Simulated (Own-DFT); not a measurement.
Si$_{2}$SnGe$_{13}$ (diamond-structure random alloy, atoms displaced) (calculated)

All values are calculated (Own-DFT development build). A calculation, not a measurement: plane-wave density functional theory by an unreviewed code, no spin, of a simulated periodic cell, stress positive in tension, run twice, with PBE and with PBEsol, both on files made for PBE, so the change isn't that of files made for PBEsol, forces on such cells moved up to 12 meV/angstrom on a denser k mesh; the far tail of each file's local potential was reset to the Coulomb form; each entry is a single point on an unrelaxed cell, so the pressure reflects the starting lattice, mostly measured values (interpolated for alloys), from which strain is counted, and rises with the displacements; printed positions are rounded, which can move forces by about a meV/angstrom; the program, named Own-DFT, is a retired in-house code; no spin-orbit coupling; stress was not checked against mesh or cutoff.

```json
{"formula": "Si2SnGe13", "kind": "diamond-structure random alloy, atoms displaced", "structure": {"cell_angstrom": [[11.3631, 0.0, 0.0], [0.0, 11.3631, 0.0], [0.0, 0.0, 11.3631]], "atoms_fractional": [["Ge", 0.99209, 0.99431, 0.01596], ["Ge", 0.99833, 0.25178, 0.25098], ["Si", 0.24045, 0.99515, 0.24698], ["Ge", 0.24886, 0.25372, 0.00165], ["Ge", 0.12771, 0.1188, 0.13395], ["Ge", 0.12154, 0.38707, 0.37763], ["Ge", 0.37425, 0.12061, 0.37099], ["Si", 0.37918, 0.37316, 0.12631], ["Ge", 0.0055, 0.99551, 0.50867], ["Ge", 0.98911, 0.25967, 0.74419], ["Ge", 0.24793, 0.99444, 0.75806], ["Ge", 0.26111, 0.24213, 0.49425], ["Si", 0.13133, 0.12332, 0.61988], ["Ge", 0.13253, 0.37768, 0.87419], ["Ge", 0.37101, 0.13118, 0.86516], ["Ge", 0.38269, 0.37288, 0.61232], ["Ge", 0.99772, 0.50687, 0.99605], ["Ge", 0.00153, 0.74942, 0.25688], ["Ge", 0.25064, 0.49866, 0.25506], ["Ge", 0.2514, 0.75369, 0.99413], ["Ge", 0.12571, 0.61626, 0.12519], ["Ge", 0.12425, 0.87889, 0.37054], ["Ge", 0.37519, 0.62237, 0.37292], ["Ge", 0.37954, 0.86726, 0.123], ["Ge", 0.98468, 0.49785, 0.50056], ["Ge", 0.00064, 0.74607, 0.74135], ["Ge", 0.25507, 0.4971, 0.7519], ["Ge", 0.24331, 0.74121, 0.48913], ["Sn", 0.1213, 0.62083, 0.63427], ["Ge", 0.10764, 0.87243, 0.88393], ["Ge", 0.37517, 0.62109, 0.87614], ["Ge", 0.37074, 0.87102, 0.62222], ["Si", 0.5063, 0.99001, 0.99327], ["Ge", 0.50818, 0.25687, 0.24745], ["Ge", 0.75334, 0.99918, 0.25614], ["Ge", 0.74735, 0.25974, 0.99689], ["Ge", 0.62726, 0.12656, 0.12625], ["Ge", 0.62888, 0.36915, 0.37226], ["Ge", 0.87888, 0.12095, 0.39006], ["Ge", 0.87446, 0.38319, 0.12256], ["Sn", 0.50674, 0.00184, 0.51455], ["Ge", 0.49737, 0.24985, 0.75137], ["Ge", 0.7481, 0.99732, 0.752], ["Si", 0.75026, 0.2392, 0.50504], ["Ge", 0.62983, 0.12797, 0.62176], ["Sn", 0.62506, 0.37513, 0.85949], ["Ge", 0.88258, 0.12655, 0.87649], ["Ge", 0.87463, 0.37055, 0.63615], ["Ge", 0.4926, 0.49893, 0.01377], ["Ge", 0.50129, 0.75874, 0.25183], ["Si", 0.73291, 0.51103, 0.248], ["Ge", 0.74507, 0.74051, 0.00314], ["Ge", 0.6294, 0.62766, 0.12959], ["Ge", 0.63293, 0.87588, 0.35712], ["Ge", 0.86876, 0.61892, 0.36091], ["Ge", 0.87701, 0.87638, 0.11414], ["Sn", 0.49553, 0.48753, 0.51012], ["Ge", 0.49793, 0.74745, 0.75636], ["Ge", 0.75153, 0.50166, 0.74802], ["Ge", 0.74612, 0.75287, 0.50314], ["Si", 0.61235, 0.62208, 0.61747], ["Si", 0.63098, 0.87666, 0.87796], ["Ge", 0.88173, 0.63092, 0.88251], ["Ge", 0.8701, 0.88278, 0.61626]]}, "settings": {"functional": "PBE, then PBEsol", "potential_files": "PseudoDojo norm-conserving, scalar-relativistic, standard set", "wave_cutoff [hartree]": 49.0, "occupations": "Fermi-Dirac", "smearing_width [eV]": 0.1, "k_mesh": "3 x 3 x 3 centred on Gamma"}, "results": {"PBE_pressure [GPa]": 5.08, "PBE_stress_xx [GPa]": -5.33, "PBE_stress_yy [GPa]": -5.24, "PBE_stress_zz [GPa]": -4.68, "PBE_stress_yz [GPa]": 1.19, "PBE_stress_xz [GPa]": 0.39, "PBE_stress_xy [GPa]": -1.73, "PBEsol_pressure [GPa]": 2.24, "PBEsol_stress_xx [GPa]": -2.48, "PBEsol_stress_yy [GPa]": -2.4, "PBEsol_stress_zz [GPa]": -1.85, "PBEsol_stress_yz [GPa]": 1.14, "PBEsol_stress_xz [GPa]": 0.38, "PBEsol_stress_xy [GPa]": -1.66, "force_element": ["Ge", "Ge", "Si", "Ge", "Ge", "Ge", "Ge", "Si", "Ge", "Ge", "Ge", "Ge", "Si", "Ge", "Ge", "Ge", "Ge", "Ge", "Ge", "Ge", "Ge", "Ge", "Ge", "Ge", "Ge", "Ge", "Ge", "Ge", "Sn", "Ge", "Ge", "Ge", "Si", "Ge", "Ge", "Ge", "Ge", "Ge", "Ge", "Ge", "Sn", "Ge", "Ge", "Si", "Ge", "Sn", "Ge", "Ge", "Ge", "Ge", "Si", "Ge", "Ge", "Ge", "Ge", "Ge", "Sn", "Ge", "Ge", "Ge", "Si", "Si", "Ge", "Ge"], "PBE_force_x [eV/angstrom]": [1.947, -0.043, 2.018, 0.428, -0.602, 0.138, 0.285, -0.962, 0.713, 3.423, -0.896, -1.757, -0.139, -1.348, 0.3, -4.714, 0.941, -0.197, 0.384, -0.669, 0.391, -0.085, 0.277, -0.705, -0.105, -2.59, 1.317, 0.664, 1.025, 0.872, 0.117, -1.044, -0.585, -1.295, 1.24, 1.146, 0.085, 1.266, 0.03, -0.711, -0.831, -0.923, 0.536, 0.748, 0.919, -0.806, -0.757, -2.234, 0.653, -0.199, 1.84, 0.616, -2.226, -0.516, -0.367, -2.129, 3.133, 0.625, 0.867, -0.372, 2.325, -0.466, -0.999, 0.002], "PBE_force_y [eV/angstrom]": [2.449, 0.167, -0.152, -0.59, 0.888, -1.525, -0.17, -0.164, 0.741, -2.473, 0.09, 0.827, 0.425, -0.162, -1.165, -4.365, -1.166, -0.143, -0.372, -0.823, 1.256, -0.383, 0.653, 1.388, -0.265, 2.846, -1.114, 1.154, -1.33, 0.169, 0.156, -1.241, 1.368, -1.106, 1.16, -1.535, -0.586, 0.086, 0.233, 0.05, -1.461, -1.141, 0.658, 1.56, 1.305, 1.062, -0.106, 1.181, 0.563, -1.483, -2.144, 1.504, 0.32, -0.519, 0.656, -2.207, 3.288, 0.285, 2.466, -0.973, 1.932, -1.013, 0.068, -1.075], "PBE_force_z [eV/angstrom]": [-2.136, 0.435, 0.184, 0.498, -0.821, 0.472, -1.3, 0.77, -0.601, 1.563, -0.706, 0.176, 1.013, -0.019, 1.478, 4.78, 0.476, -1.443, -1.102, 0.449, 0.063, 0.642, -0.469, -0.456, -0.387, 2.17, 0.022, 0.197, -2.28, -0.634, 0.537, 1.03, 0.552, -0.316, -1.473, 0.943, -0.72, 0.375, -0.89, 0.502, -2.764, -2.223, 0.251, -0.414, 2.568, 2.341, 0.321, -2.753, -0.872, -0.106, 0.572, -0.822, -0.359, 2.389, 1.409, 2.807, -4.597, -0.557, -1.191, -1.134, 2.083, -0.238, -1.543, 1.258], "PBEsol_force_x [eV/angstrom]": [1.882, -0.03, 1.968, 0.384, -0.638, 0.135, 0.294, -0.937, 0.633, 3.272, -0.836, -1.651, -0.131, -1.297, 0.275, -4.578, 0.909, -0.191, 0.331, -0.649, 0.372, -0.128, 0.24, -0.681, -0.084, -2.51, 1.266, 0.653, 0.993, 0.863, 0.11, -1.001, -0.623, -1.205, 1.179, 1.115, 0.11, 1.151, 0.059, -0.666, -0.817, -0.902, 0.559, 0.73, 0.847, -0.768, -0.75, -2.133, 0.66, -0.181, 1.798, 0.636, -2.191, -0.488, -0.303, -2.05, 2.995, 0.538, 0.867, -0.334, 2.279, -0.399, -0.958, 0.005], "PBEsol_force_y [eV/angstrom]": [2.347, 0.163, -0.152, -0.588, 0.895, -1.466, -0.114, -0.161, 0.684, -2.363, 0.081, 0.825, 0.41, -0.142, -1.104, -4.26, -1.116, -0.144, -0.326, -0.809, 1.215, -0.425, 0.633, 1.279, -0.267, 2.755, -1.075, 1.123, -1.285, 0.155, 0.16, -1.196, 1.382, -1.098, 1.11, -1.49, -0.527, 0.07, 0.176, 0.026, -1.404, -1.101, 0.675, 1.523, 1.214, 1.016, -0.092, 1.17, 0.597, -1.43, -2.098, 1.427, 0.366, -0.506, 0.677, -2.126, 3.143, 0.261, 2.335, -0.895, 1.898, -1.04, 0.051, -1.038], "PBEsol_force_z [eV/angstrom]": [-2.076, 0.422, 0.187, 0.433, -0.831, 0.439, -1.207, 0.755, -0.624, 1.532, -0.668, 0.149, 0.984, -0.021, 1.394, 4.648, 0.473, -1.395, -1.029, 0.441, 0.058, 0.661, -0.454, -0.438, -0.375, 2.138, 0.042, 0.192, -2.218, -0.611, 0.511, 1.011, 0.597, -0.27, -1.419, 0.919, -0.664, 0.349, -0.893, 0.443, -2.679, -2.163, 0.191, -0.396, 2.529, 2.27, 0.302, -2.625, -0.889, -0.117, 0.564, -0.76, -0.402, 2.307, 1.399, 2.719, -4.517, -0.54, -1.134, -1.134, 2.049, -0.284, -1.485, 1.207], "rms_change_of_force_components_from_PBE_to_PBEsol [eV/angstrom]": 0.053}}
```
